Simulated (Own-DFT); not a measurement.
# Energy and forces against displacement in 6H (3C twinned every three layers) SiC, 48 atoms (C24Si24)

These are calculations, not measurements. The program, named Own-DFT, is a retired in-house plane-wave density functional code that no person has reviewed. Each row is one single-point run on a periodic cell that was not relaxed, without spin or spin-orbit coupling.

Settings of every run: PBE; PseudoDojo norm-conserving scalar-relativistic files; cutoff 42 hartree; 5 x 5 x 2 k mesh centred on Gamma; Fermi-Dirac smearing of 0.1 eV.

Known limits: forces on such cells passed a denser k mesh, each cell not checked; stress not checked against mesh or cutoff.

Cell vectors in Å: (4.360, -4.360, 0.000); (0.000, 4.360, -4.360); (8.719, 8.719, 8.719). In each run every atom was moved at random and independently from its ideal site; u is the rms move along one axis. E is the free energy for each atom above the fitted value at u = 0, and F the rms of the force components.

```
run   u (Å)  E (meV/atom)  F (eV/Å)  largest force (eV/Å)  P (GPa)
  1  0.0272          24.5     0.742                  2.44     3.51
  2  0.0301             ?         ?                     ?        ?
  3  0.0307          33.8     0.864                  2.80     3.82
  4  0.0549         112.8     1.568                  4.93     5.76
  5  0.0656         159.0     1.919                  6.40     6.90
  6  0.0938         295.2     2.596                 10.34     9.83
  7  0.0996         333.4     2.831                 13.20    10.40
  8  0.1110         450.8     3.260                 11.93    14.18
```

## Worked fit

For small independent moves the energy grows as E = (3/2) K u², with K the mean stiffness felt by one atom. The runs with u up to 0.11 Å give K = 23.4 ± 0.8 eV/Å², with residuals divided by u² + 0.0006 Å², since the noise grows with the moves. The scatter is 5.4 meV/atom at u = 0.05 Å. The forces follow F = G u with G = 28.2 eV/Å²; no force at u = 0 is resolved. G exceeds K because the moves of its neighbours add to the force on an atom, and stiffness differs between atoms. The pressure follows P = 3.27 + 743 u² GPa: at fixed volume, shortened bonds push harder than stretched ones pull.

## Withheld run

Question: what energy and rms force should run 2 give?

The fit gives 32 ± 3 meV/atom and about 0.85 eV/Å. The calculation gave 34.3 meV/atom and 0.910 eV/Å.
